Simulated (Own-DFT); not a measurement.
# Response to strain: wurtzite AlN, 128 atoms (Al64N64)

The numbers are computed, not measured, by runs of the plane-wave DFT program Own-DFT (in-house, retired, unreviewed) at fixed positions, with no spin and no spin-orbit coupling.

Common settings: PBE; PseudoDojo norm-conserving scalar-relativistic files; cutoff 42 hartree; 3 x 3 x 3 k mesh centred on Gamma; Gaussian smearing of 0.01 eV.

Keep in mind: k mesh not checked against a denser one; stress not checked against mesh or cutoff.

Unstrained cell vectors in Å: (12.448, 0.000, 0.000); (-6.224, 10.780, 0.000); (0.000, 0.000, 9.964). The unstrained cell has measured lattice constants (interpolated for alloys), not those of this functional. That, the random moves and any unrelaxed bonds set the pressure at no strain. In each run the cell takes a homogeneous strain; fractional positions stay. All atoms carry random offsets, Gaussian with a width of 0.05 Å per axis. Strain is the symmetric tensor, in per cent. Stress is positive in tension, and the pressure is minus a third of its trace.

```
run,e_xx (%),e_yy (%),e_zz (%),e_yz (%),e_xz (%),e_xy (%),s_xx (GPa),s_yy (GPa),s_zz (GPa),s_yz (GPa),s_xz (GPa),s_xy (GPa),P (GPa),E (meV/atom)
1,-1.01,0.98,1.25,0.40,1.19,-1.91,-6.32,-2.85,-1.03,1.23,2.75,-5.52,3.40,12.4
2,0.67,0.01,0.34,-1.37,1.35,0.27,-1.95,-4.15,-4.65,-3.34,3.67,0.97,3.58,6.9
3,0.89,1.55,1.49,-0.02,1.29,0.85,1.24,2.62,2.20,-0.56,2.75,3.14,-2.02,3.8
4,-1.57,-0.37,-0.55,0.58,0.34,0.79,-14.33,-9.16,-10.15,1.36,0.86,3.92,11.21,7.5
5,-1.11,-1.98,-1.58,1.44,1.91,1.86,-16.21,-19.09,-15.73,3.60,5.30,8.45,17.01,54.0
6,-0.81,-0.25,1.14,-0.97,-0.34,1.45,-9.54,-5.88,-2.03,-1.83,-0.96,5.51,5.82,11.1
7,0.10,-1.73,0.79,-0.56,-1.13,-1.89,-6.44,-13.36,-3.83,-1.39,-2.70,-8.05,7.88,15.6
8,0.45,1.00,0.39,0.54,0.10,-1.56,-2.39,-1.11,-2.10,1.58,-0.23,-4.97,1.87,0.1
9,0.21,1.95,1.13,-1.41,0.48,-0.16,-0.57,3.23,-0.07,-3.90,0.71,-0.16,-0.86,0.0
10,1.60,1.93,-0.54,-0.33,-1.88,1.93,1.98,3.91,-5.41,-0.82,-4.88,6.66,-0.16,8.2
11,0.15,-1.36,-1.63,0.68,0.38,1.10,-7.19,-16.06,-12.68,2.41,1.02,4.61,11.97,24.0
12,1.93,-0.72,-1.34,-0.19,1.46,0.60,-0.34,-7.20,-10.57,-0.80,3.76,2.48,6.04,19.1
13,1.28,-0.73,-1.41,1.65,0.69,0.46,-1.89,-7.56,-11.65,4.39,1.87,0.69,7.03,2.1
14,1.49,-0.92,0.99,-1.99,-0.42,0.65,0.59,-8.59,-0.16,-5.13,-1.01,2.63,2.72,5.7
15,-1.15,-0.55,0.80,0.27,-1.46,-0.20,-11.87,-7.66,-3.33,0.92,-4.19,-0.32,7.62,4.4
16,1.69,1.09,-1.49,1.37,1.69,1.79,?,?,?,?,?,?,?,?
```

E is the free energy per atom, counted from the lowest run shown.

## Working it out

Least squares on the runs shown: each stress against a constant and the strains, taken as fractions with shears doubled. Shear strains stay in the fit of a normal stress only where such slopes are resolved. The slopes, in GPa:

```
stress,at no strain,per e_xx,per e_yy,per e_zz,scatter
s_xx,-5.9,450 ± 26,126 ± 25,113 ± 28,1.01
s_yy,-6.2,120 ± 35,448 ± 34,95 ± 38,1.38
s_zz,-5.9,99 ± 17,62 ± 16,435 ± 18,0.66
```

The slope of each shear stress on twice its own strain, from a fit on all six strains: yz 127 ± 8, xz 129 ± 3, xy 183 ± 9 GPa. These are stiffnesses along x, y and z of the frame in which the cell vectors are given, with the crystal's c axis along z: C11, C12, C13 and C33. Hexagonal symmetry asks that xx and yy behave alike, which is a second check on the noise. These are clamped-ion slopes: internal relaxation, where symmetry allows it, would soften some. Slopes across the diagonal should nearly agree, so their difference gauges the noise. A ninth of the table's sum, 216 ± 5 GPa, estimates the bulk modulus near the mean pressure of these runs, 5.5 GPa, so it lies above the value at zero pressure.

## Prediction

Q: what normal stresses and pressure should run 16 give?

The fitted form gives s_xx = 1.4, s_yy = -0.6, s_zz = -10.1 and P = 3.1 GPa. The run itself gave 1.90, -0.33, -10.42 and P = 2.95 GPa.
